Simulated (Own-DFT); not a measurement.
## Calculated data, GaP (zincblende, atoms displaced)

A calculation, not a measurement: plane-wave PBE density functional theory by an unreviewed code, no spin, of a simulated periodic cell, stress positive in tension, free energy of the whole cell less one offset for each atom, forces on such cells passed a denser k mesh, this cell's mesh not checked; offsets are fitted by least squares, one for each functional and potential file, so energies compare only between cells with the same atoms and settings and are not formation energies; the far tail of each file's local potential was reset to the Coulomb form; each entry is a single point on an unrelaxed cell, so the pressure reflects the starting lattice, mostly measured values (interpolated for alloys), from which strain is counted, and rises with the displacements; printed positions are rounded, which can move forces by about a meV/angstrom; the program, named Own-DFT, is a retired in-house code; no spin-orbit coupling. Program: Own-DFT development build.

Common to all runs: functional PBE; potential files PseudoDojo norm-conserving, scalar-relativistic, standard set; wave cutoff 42 hartree; occupations Fermi-Dirac; smearing width 0.1 eV; k mesh 2 x 3 x 3 centred on Gamma.

(1) GaP (zincblende, atoms displaced)

```
GaP
1.0
     16.3515     0.0000     0.0000
      0.0000    10.9010     0.0000
      0.0000     0.0000    10.9010
Ga P Ga P Ga P Ga P Ga P Ga P Ga P Ga P Ga P Ga P Ga P Ga P
4 4 4 4 4 4 4 4 4 4 4 4 4 4 4 4 4 4 4 4 4 4 4 4
Direct
  0.00036 0.99879 0.00512
  0.00172 0.24724 0.25055
  0.16706 0.00228 0.25114
  0.16445 0.24759 0.99781
  0.08671 0.12678 0.12394
  0.08182 0.37444 0.37350
  0.24980 0.12602 0.37457
  0.24939 0.37450 0.12420
  0.99919 0.00291 0.49893
  0.99993 0.25332 0.75057
  0.16620 0.99930 0.75127
  0.16674 0.24907 0.49988
  0.08402 0.12623 0.62620
  0.08131 0.37231 0.87198
  0.24916 0.12524 0.87142
  0.24933 0.37634 0.62329
  0.00163 0.50025 0.00113
  0.00030 0.75021 0.24934
  0.16900 0.50100 0.25003
  0.16587 0.75123 0.99896
  0.08243 0.62481 0.12497
  0.08414 0.87720 0.37584
  0.24948 0.62200 0.37533
  0.25051 0.87446 0.12681
  0.99963 0.49855 0.49826
  0.99928 0.75058 0.74861
  0.16775 0.49734 0.74983
  0.16832 0.74705 0.50002
  0.08516 0.62335 0.62362
  0.08595 0.87802 0.87566
  0.24887 0.62302 0.87430
  0.24861 0.87853 0.62350
  0.33410 0.00258 0.99872
  0.33172 0.24836 0.24743
  0.50032 0.99933 0.25033
  0.49914 0.24944 0.99983
  0.41472 0.12428 0.12592
  0.41671 0.37572 0.37262
  0.58428 0.12731 0.37575
  0.58491 0.37582 0.12703
  0.33232 0.00065 0.50063
  0.33229 0.25208 0.75007
  0.49796 0.99897 0.75177
  0.49997 0.24981 0.50264
  0.41521 0.12398 0.62426
  0.41619 0.37606 0.87798
  0.58091 0.12326 0.87525
  0.58540 0.37307 0.62450
  0.33404 0.49969 0.00024
  0.33355 0.75080 0.24838
  0.50118 0.50214 0.25271
  0.49973 0.74861 0.99649
  0.41743 0.62194 0.12547
  0.41709 0.87824 0.37454
  0.58198 0.62140 0.37578
  0.58336 0.87661 0.12635
  0.33396 0.49423 0.49978
  0.33257 0.74756 0.74900
  0.50161 0.49781 0.75205
  0.50110 0.75021 0.50120
  0.41658 0.62366 0.62414
  0.41811 0.87572 0.87592
  0.58191 0.62832 0.87638
  0.58303 0.87539 0.62358
  0.66725 0.99976 0.99825
  0.66541 0.24849 0.24862
  0.83356 0.00227 0.24943
  0.83207 0.25257 0.00205
  0.75117 0.12070 0.12177
  0.74983 0.37503 0.37238
  0.91575 0.12646 0.37766
  0.91538 0.37609 0.12644
  0.66673 0.00013 0.50145
  0.66480 0.24802 0.75157
  0.83342 0.99906 0.75067
  0.83360 0.24934 0.49907
  0.75088 0.12847 0.62674
  0.75087 0.37334 0.87147
  0.91811 0.12523 0.87333
  0.91743 0.37640 0.62115
  0.66604 0.50072 0.99984
  0.66580 0.75259 0.24686
  0.83194 0.49851 0.24855
  0.83331 0.74725 0.99950
  0.75000 0.62771 0.12557
  0.75018 0.87708 0.37496
  0.91563 0.62781 0.37706
  0.91736 0.87435 0.12440
  0.66739 0.49970 0.50218
  0.66651 0.75043 0.75153
  0.83282 0.49882 0.75266
  0.83389 0.75254 0.49942
  0.75063 0.62796 0.62419
  0.75078 0.87275 0.87695
  0.91534 0.62449 0.87211
  0.91735 0.87506 0.62246
```

- free energy of cell above offsets: -53.607 eV
- pressure: 2.71 GPa
- stress xx: -2.71 GPa
- stress yy: -2.71 GPa
- stress zz: -2.71 GPa
- stress yz: 0.03 GPa
- stress xz: 0.16 GPa
- stress xy: -0.17 GPa

Force:
```csv
element,x (eV/Å),y (eV/Å),z (eV/Å)
Ga,0.141,0.316,-0.516
Ga,-0.335,0.169,-0.153
Ga,0.078,-0.279,-0.037
Ga,0.473,0.452,-0.219
P,-0.637,-0.39,0.292
P,0.473,0.095,0.03
P,0.101,0.004,0.12
P,-0.09,-0.066,-0.279
Ga,0.301,-0.145,0.199
Ga,-0.319,-0.444,-0.522
Ga,0.031,0.225,-0.355
Ga,-0.181,0.143,-0.085
P,-0.201,-0.055,-0.024
P,0.47,0.523,0.479
P,0.163,0.033,0.362
P,0.079,-0.374,0.129
Ga,-0.422,-0.093,-0.253
Ga,-0.008,0.082,0.295
Ga,-0.528,-0.239,-0.109
Ga,0.196,-0.162,0.199
P,0.374,0.072,0.052
P,-0.084,-0.234,-0.059
P,0.562,0.307,0.021
P,-0.119,0.243,-0.397
Ga,0.125,0.388,-0.046
Ga,0.384,-0.005,0.026
Ga,-0.316,0.133,-0.002
Ga,-0.193,0.332,-0.076
P,-0.335,0.011,0.206
P,-0.756,-0.372,0.016
P,0.166,0.139,0.222
P,0.223,-0.543,0.214
Ga,-0.313,-0.286,0.008
Ga,0.12,0.266,0.247
Ga,0.029,0.367,0.066
Ga,0.061,0.109,0.377
P,0.473,0.072,-0.072
P,0.064,-0.478,0.07
P,-0.269,-0.307,0.036
P,-0.426,-0.076,-0.327
Ga,0.048,0.009,-0.255
Ga,0.152,-0.01,-0.111
Ga,0.191,0.044,-0.474
Ga,-0.136,0.054,-0.314
P,0.124,0.222,0.288
P,0.113,-0.215,-0.413
P,0.27,0.073,0.05
P,-0.323,0.18,0.248
Ga,-0.289,0.102,0.118
Ga,0.135,-0.236,0.305
Ga,-0.187,-0.39,-0.335
Ga,-0.133,0.29,0.773
P,-0.002,0.421,-0.084
P,-0.119,-0.466,0.208
P,0.592,0.681,0.121
P,-0.214,-0.108,-0.519
Ga,0.041,0.529,-0.107
Ga,0.015,0.328,-0.024
Ga,-0.158,0.143,-0.224
Ga,-0.306,-0.066,-0.257
P,0.098,-0.133,0.083
P,-0.613,-0.285,-0.107
P,0.423,-0.543,-0.306
P,0.056,0.087,0.428
Ga,-0.18,-0.158,0.016
Ga,0.483,-0.09,-0.056
Ga,0.164,-0.286,0.108
Ga,0.328,-0.326,-0.331
P,-0.306,0.597,0.263
P,-0.115,-0.18,0.28
P,0.177,-0.145,-0.554
P,0.452,-0.201,-0.109
Ga,0.171,0.246,-0.046
Ga,0.156,-0.03,-0.007
Ga,0.093,0.046,-0.063
Ga,-0.205,0.426,0.09
P,-0.169,-0.462,-0.052
P,-0.522,0.122,0.523
P,-0.169,0.018,0.463
P,-0.3,-0.104,0.471
Ga,0.256,0.013,-0.113
Ga,0.029,-0.238,0.598
Ga,0.174,0.464,0.29
Ga,0.196,0.167,0.065
P,-0.108,-0.337,-0.098
P,-0.099,-0.108,-0.11
P,0.111,-0.378,-0.428
P,-0.275,-0.071,0.168
Ga,0.16,0.068,-0.256
Ga,0.011,0.061,-0.222
Ga,0.089,0.088,-0.748
Ga,-0.175,0,-0.019
P,-0.053,-0.259,0.233
P,-0.095,0.2,-0.248
P,0.451,-0.013,0.396
P,-0.063,0.226,0.266
```

(2) GaP (zincblende, atoms displaced)

```
GaP
1.0
     16.3515     0.0000     0.0000
      0.0000    10.9010     0.0000
      0.0000     0.0000    10.9010
Ga P Ga P Ga P Ga P Ga P Ga P Ga P Ga P Ga P Ga P Ga P Ga P
4 4 4 4 4 4 4 4 4 4 4 4 4 4 4 4 4 4 4 4 4 4 4 4
Direct
  0.99819 0.99966 0.99572
  0.99947 0.25079 0.25255
  0.16693 0.00094 0.25118
  0.16436 0.24759 0.99941
  0.08657 0.12321 0.12640
  0.08594 0.37293 0.37512
  0.25269 0.12350 0.37675
  0.24992 0.37534 0.12319
  0.00114 0.99787 0.49929
  0.00090 0.25173 0.75133
  0.16613 0.00041 0.75576
  0.16650 0.25213 0.50123
  0.08278 0.12519 0.62379
  0.08428 0.37508 0.87614
  0.25277 0.12264 0.87461
  0.24713 0.37613 0.62889
  0.00279 0.49916 0.00338
  0.00132 0.74752 0.25221
  0.16619 0.49761 0.24845
  0.16807 0.75078 0.00073
  0.08371 0.62386 0.12552
  0.08502 0.87438 0.37720
  0.24779 0.62575 0.37475
  0.24990 0.87657 0.12809
  0.99939 0.49967 0.50218
  0.99876 0.74797 0.75193
  0.16655 0.50167 0.75360
  0.16756 0.75019 0.49941
  0.08378 0.62331 0.62813
  0.08555 0.87386 0.87429
  0.24989 0.62689 0.87531
  0.25061 0.87539 0.62555
  0.33463 0.99779 0.00196
  0.33253 0.25008 0.24981
  0.49961 0.00017 0.24758
  0.49951 0.25111 0.99950
  0.41849 0.12612 0.12615
  0.41808 0.37552 0.37563
  0.58300 0.12445 0.37171
  0.58157 0.37638 0.12588
  0.33365 0.00353 0.50229
  0.33406 0.24758 0.74937
  0.50107 0.99830 0.74870
  0.49877 0.24805 0.50352
  0.41633 0.12669 0.62372
  0.41985 0.37652 0.87146
  0.58379 0.12307 0.87489
  0.58333 0.37689 0.62947
  0.33179 0.49736 0.00077
  0.33245 0.74922 0.24956
  0.50175 0.49524 0.24939
  0.49825 0.74961 0.99799
  0.41524 0.62518 0.12347
  0.41716 0.87412 0.38019
  0.58456 0.62478 0.37580
  0.58341 0.87607 0.12328
  0.33262 0.49810 0.50114
  0.33546 0.74979 0.75090
  0.49989 0.50272 0.75200
  0.50161 0.75168 0.49731
  0.41462 0.62290 0.62402
  0.41736 0.87301 0.87464
  0.58323 0.62676 0.87524
  0.58405 0.87541 0.62564
  0.66595 0.00017 0.00031
  0.66737 0.25033 0.25561
  0.83187 0.99928 0.24634
  0.83430 0.25242 0.99833
  0.75086 0.12175 0.12774
  0.75049 0.37404 0.37205
  0.91661 0.12279 0.37170
  0.91644 0.37368 0.12443
  0.66624 0.99704 0.49868
  0.66872 0.24799 0.74813
  0.83535 0.99905 0.74802
  0.83391 0.24800 0.49609
  0.75097 0.12561 0.62697
  0.75032 0.37415 0.87810
  0.91713 0.12198 0.87460
  0.91962 0.37382 0.62548
  0.66604 0.49952 0.99766
  0.66544 0.75016 0.25002
  0.83514 0.49802 0.25074
  0.83142 0.74960 0.99858
  0.74828 0.62423 0.12694
  0.74871 0.87585 0.37589
  0.91704 0.62927 0.37284
  0.91620 0.87641 0.12814
  0.66603 0.50115 0.50098
  0.66786 0.74655 0.75198
  0.83224 0.50003 0.74965
  0.83271 0.74765 0.49946
  0.75125 0.62390 0.62476
  0.75120 0.87628 0.87930
  0.91619 0.62625 0.87435
  0.91321 0.87212 0.62507
```

- free energy of cell above offsets: -53.412 eV
- pressure: 2.75 GPa
- stress xx: -2.74 GPa
- stress yy: -2.76 GPa
- stress zz: -2.73 GPa
- stress yz: 0.17 GPa
- stress xz: 0.11 GPa
- stress xy: 0.1 GPa

Force:
```csv
element,x (eV/Å),y (eV/Å),z (eV/Å)
Ga,0.555,-0.26,0.681
Ga,0.306,-0.205,-0.309
Ga,0.186,-0.073,0.284
Ga,0.641,0.007,-0.042
P,-0.948,0.082,-0.151
P,-0.606,0.356,0.014
P,-0.535,0.389,-0.104
P,-0.199,-0.411,0.114
Ga,-0.419,0.033,0.162
Ga,0.047,-0.349,-0.009
Ga,0.236,0.078,-0.793
Ga,0.275,-0.444,0.026
P,0.146,-0.097,0.327
P,-0.131,-0.016,0.026
P,-0.254,0.243,0.351
P,0.488,-0.17,-0.136
Ga,-0.553,0.086,-0.365
Ga,0.1,0.572,-0.344
Ga,0.179,0.172,0.127
Ga,-0.06,-0.017,0.171
P,0.161,0.268,0.031
P,-0.162,-0.03,-0.288
P,0.346,-0.384,-0.074
P,0.052,-0.13,-0.212
Ga,0.317,0.178,-0.362
Ga,0.208,0.27,-0.277
Ga,-0.002,0.035,-0.02
Ga,-0.061,-0.073,0.468
P,-0.094,0.295,-0.321
P,-0.629,-0.117,0.261
P,0.218,-0.149,0.11
P,-0.062,0.09,0.204
Ga,0.079,0.127,0.028
Ga,0.223,0.098,0.051
Ga,-0.014,-0.317,0.32
Ga,0.202,-0.104,-0.085
P,-0.443,-0.005,-0.249
P,-0.318,-0.202,0.072
P,-0.11,-0.015,0.674
P,0.728,-0.536,-0.294
Ga,0.039,-0.554,0.014
Ga,-0.067,0.46,0.063
Ga,-0.213,0.202,0.094
Ga,0.544,0.353,-0.389
P,0.171,-0.392,0.452
P,-0.761,-0.261,0.441
P,-0.048,0.315,-0.067
P,0.056,-0.247,-0.378
Ga,0.365,0.221,-0.404
Ga,0.201,0.077,0.301
Ga,-0.435,0.834,0.186
Ga,0.272,0.012,0.378
P,0.268,-0.267,0.263
P,-0.23,0.312,-0.735
P,-0.284,-0.092,-0.22
P,-0.254,-0.317,0.077
Ga,-0.262,0.016,-0.196
Ga,-0.35,-0.016,-0.253
Ga,0.087,0.185,-0.368
Ga,-0.117,-0.398,0.512
P,0.561,0.31,-0.023
P,-0.042,0.377,-0.064
P,-0.014,-0.166,0.046
P,0.12,-0.378,0.032
Ga,0.191,0.079,0.089
Ga,-0.17,-0.145,-0.831
Ga,0.175,-0.18,0.583
Ga,-0.109,-0.67,0.307
P,-0.401,0.815,-0.548
P,0.077,0.381,0.684
P,0.038,-0.155,0.25
P,0.343,0.131,0.084
Ga,-0.021,0.56,0.188
Ga,-0.292,0.221,0.387
Ga,-0.451,-0.008,0.293
Ga,0.121,0.105,0.335
P,0.051,-0.306,-0.566
P,-0.114,0.068,-0.502
P,-0.111,0.662,-0.217
P,-0.807,-0.007,-0.072
Ga,-0.082,0.091,0.416
Ga,0.073,0.126,-0.015
Ga,-0.202,0.329,-0.203
Ga,0.339,-0.087,0.569
P,0.277,-0.109,-0.184
P,0.315,-0.294,-0.221
P,-0.054,-0.783,0.431
P,0.279,-0.509,-0.468
Ga,0.171,-0.329,-0.008
Ga,0.136,0.536,-0.069
Ga,0.371,-0.246,0.077
Ga,-0.173,0.254,-0.163
P,-0.26,-0.031,-0.016
P,-0.267,0.041,-0.692
P,0.042,-0.475,0.442
P,0.809,0.07,-0.192
```

(3) GaP (zincblende, atoms displaced)

```
GaP
1.0
     16.3515     0.0000     0.0000
      0.0000    10.9010     0.0000
      0.0000     0.0000    10.9010
Ga P Ga P Ga P Ga P Ga P Ga P Ga P Ga P Ga P Ga P Ga P Ga P
4 4 4 4 4 4 4 4 4 4 4 4 4 4 4 4 4 4 4 4 4 4 4 4
Direct
  0.99934 0.99972 0.99944
  0.00034 0.24935 0.24992
  0.16538 0.99857 0.25232
  0.16722 0.25025 0.00280
  0.08366 0.12580 0.12419
  0.08397 0.37623 0.37557
  0.25077 0.12503 0.37691
  0.25120 0.37666 0.12672
  0.00100 0.00097 0.49878
  0.99886 0.25149 0.75022
  0.16512 0.00379 0.75099
  0.16851 0.24989 0.49990
  0.08314 0.12526 0.62542
  0.08468 0.37343 0.87651
  0.25291 0.12601 0.87431
  0.24971 0.37549 0.62737
  0.99926 0.50043 0.00042
  0.99837 0.74943 0.24914
  0.16593 0.49861 0.24786
  0.16595 0.75141 0.00112
  0.08224 0.62683 0.12596
  0.08181 0.87641 0.37556
  0.25267 0.62559 0.37457
  0.25008 0.87397 0.12159
  0.00141 0.50068 0.49952
  0.99981 0.75118 0.75096
  0.16524 0.50194 0.75065
  0.16730 0.74941 0.50189
  0.08484 0.62843 0.62822
  0.08372 0.87649 0.87492
  0.25178 0.62424 0.87664
  0.25270 0.87656 0.62494
  0.33404 0.00020 0.99945
  0.33466 0.24873 0.24896
  0.50083 0.00028 0.25289
  0.50180 0.25344 0.99714
  0.41779 0.12477 0.12515
  0.41679 0.37303 0.37827
  0.58447 0.12356 0.37212
  0.58392 0.37049 0.12509
  0.33440 0.99969 0.50214
  0.33109 0.24995 0.75072
  0.49983 0.00236 0.74771
  0.50127 0.25245 0.49889
  0.41769 0.12751 0.62385
  0.41895 0.37329 0.87361
  0.58258 0.12626 0.87653
  0.58187 0.37432 0.62764
  0.33410 0.50001 0.99974
  0.33350 0.74915 0.24712
  0.49970 0.50181 0.24901
  0.49882 0.75006 0.99822
  0.41761 0.62758 0.12247
  0.41611 0.87747 0.37771
  0.58415 0.62687 0.37385
  0.58393 0.87564 0.12837
  0.33423 0.49784 0.49847
  0.33168 0.75041 0.75022
  0.49966 0.49844 0.75266
  0.50154 0.75227 0.49955
  0.41567 0.62754 0.62218
  0.41729 0.87427 0.87754
  0.58230 0.62428 0.87425
  0.58006 0.87239 0.62749
  0.66589 0.99842 0.99789
  0.66663 0.25362 0.25110
  0.83309 0.00168 0.25184
  0.83445 0.24805 0.99964
  0.74967 0.12852 0.12701
  0.74725 0.37364 0.37290
  0.91696 0.12529 0.37516
  0.91623 0.37301 0.12465
  0.66727 0.00169 0.49743
  0.66847 0.24977 0.75027
  0.82956 0.99926 0.74799
  0.83346 0.25026 0.50181
  0.75000 0.12347 0.62414
  0.75021 0.37014 0.87338
  0.91726 0.12205 0.87557
  0.91554 0.37553 0.62236
  0.66531 0.50013 0.99817
  0.66512 0.75053 0.24738
  0.83233 0.50216 0.25148
  0.83482 0.75061 0.99813
  0.75026 0.62538 0.12532
  0.75070 0.87647 0.37171
  0.91559 0.62187 0.37519
  0.91673 0.87493 0.12680
  0.66558 0.49846 0.50360
  0.66781 0.75071 0.74886
  0.83101 0.49892 0.74671
  0.83315 0.74602 0.49774
  0.75021 0.62427 0.62280
  0.75063 0.87407 0.87530
  0.91734 0.62510 0.87807
  0.91888 0.87622 0.62536
```

- free energy of cell above offsets: -53.569 eV
- pressure: 2.72 GPa
- stress xx: -2.71 GPa
- stress yy: -2.72 GPa
- stress zz: -2.72 GPa
- stress yz: 0.21 GPa
- stress xz: -0.11 GPa
- stress xy: 0.15 GPa

Force:
```csv
element,x (eV/Å),y (eV/Å),z (eV/Å)
Ga,0.182,-0.097,0.222
Ga,0.012,0.129,0.029
Ga,0.332,0.128,-0.272
Ga,0.327,-0.051,-0.188
P,-0.036,-0.238,0.162
P,0.021,-0.249,-0.052
P,0.006,-0.166,-0.271
P,0.017,-0.197,-0.172
Ga,-0.156,0.094,0.196
Ga,0.059,-0.116,0.032
Ga,0.471,-0.27,-0.098
Ga,-0.202,0.063,0.146
P,-0.056,0.309,-0.155
P,-0.294,0.24,-0.078
P,-0.649,-0.14,0.354
P,-0.057,0.207,-0.224
Ga,0.215,-0.253,0.14
Ga,0.069,0.019,0.31
Ga,0.18,0.423,0.299
Ga,0.051,-0.238,-0.247
P,0.118,-0.204,-0.121
P,0.191,-0.547,0.014
P,-0.55,-0.207,-0.094
P,-0.066,0.327,0.504
Ga,0.026,0.101,0.214
Ga,-0.021,0.022,0.156
Ga,0.333,-0.17,0.229
Ga,0.243,0.277,-0.285
P,-0.397,-0.282,-0.308
P,-0.01,-0.086,0.061
P,-0.499,0.093,-0.087
P,-0.744,0.077,0.242
Ga,0.1,-0.008,0.13
Ga,-0.068,0,0.194
Ga,-0.3,-0.093,-0.208
Ga,-0.304,-0.457,0.401
P,0.148,0.075,-0.194
P,0.116,0.24,-0.669
P,-0.064,0.497,0.385
P,-0.166,0.819,-0.005
Ga,0.024,0.318,-0.076
Ga,0.597,0.135,-0.234
Ga,-0.178,-0.077,0.417
Ga,0.154,-0.442,0.021
P,-0.191,0.052,0.079
P,-0.676,0.133,0.166
P,0.281,-0.234,-0.414
P,0.324,-0.01,-0.033
Ga,0.234,-0.148,-0.015
Ga,0.127,0.335,0.214
Ga,0.031,-0.248,0.071
Ga,0.529,0.187,0.241
P,-0.109,-0.391,0.213
P,0.104,-0.332,-0.455
P,-0.058,-0.252,0.227
P,-0.378,-0.014,-0.639
Ga,-0.143,0.189,0.337
Ga,0.407,-0.024,0.083
Ga,-0.227,0.469,-0.524
Ga,-0.393,-0.304,-0.189
P,0.255,-0.343,0.341
P,-0.139,0.26,-0.584
P,0.259,0.207,-0.022
P,0.888,0.553,-0.257
Ga,0.129,0.275,0.429
Ga,-0.111,-0.592,-0.193
Ga,0.07,0.111,-0.333
Ga,-0.045,-0.068,0.032
P,-0.037,-0.43,-0.292
P,0.539,0.386,0.654
P,0.002,0.095,0.121
P,-0.029,0.344,0.178
Ga,-0.251,-0.504,0.253
Ga,-0.427,-0.272,-0.132
Ga,0.724,-0.083,0.149
Ga,-0.195,-0.079,-0.461
P,-0.176,0.256,-0.087
P,0.131,0.626,0.276
P,-0.339,0.161,-0.363
P,0.311,0.154,0.276
Ga,0.255,-0.211,0.165
Ga,0.44,-0.055,0.223
Ga,-0.05,-0.515,-0.277
Ga,-0.143,-0.039,0.407
P,-0.102,0.04,-0.328
P,-0.169,-0.414,0.382
P,0.375,0.228,-0.023
P,-0.166,0.208,-0.197
Ga,-0.121,0.014,-0.389
Ga,-0.22,-0.181,0.079
Ga,0.339,0.06,0.462
Ga,0.158,0.664,0.123
P,-0.195,0.141,0.168
P,-0.178,-0.014,-0.042
P,-0.22,-0.197,-0.713
P,-0.6,-0.198,-0.205
```
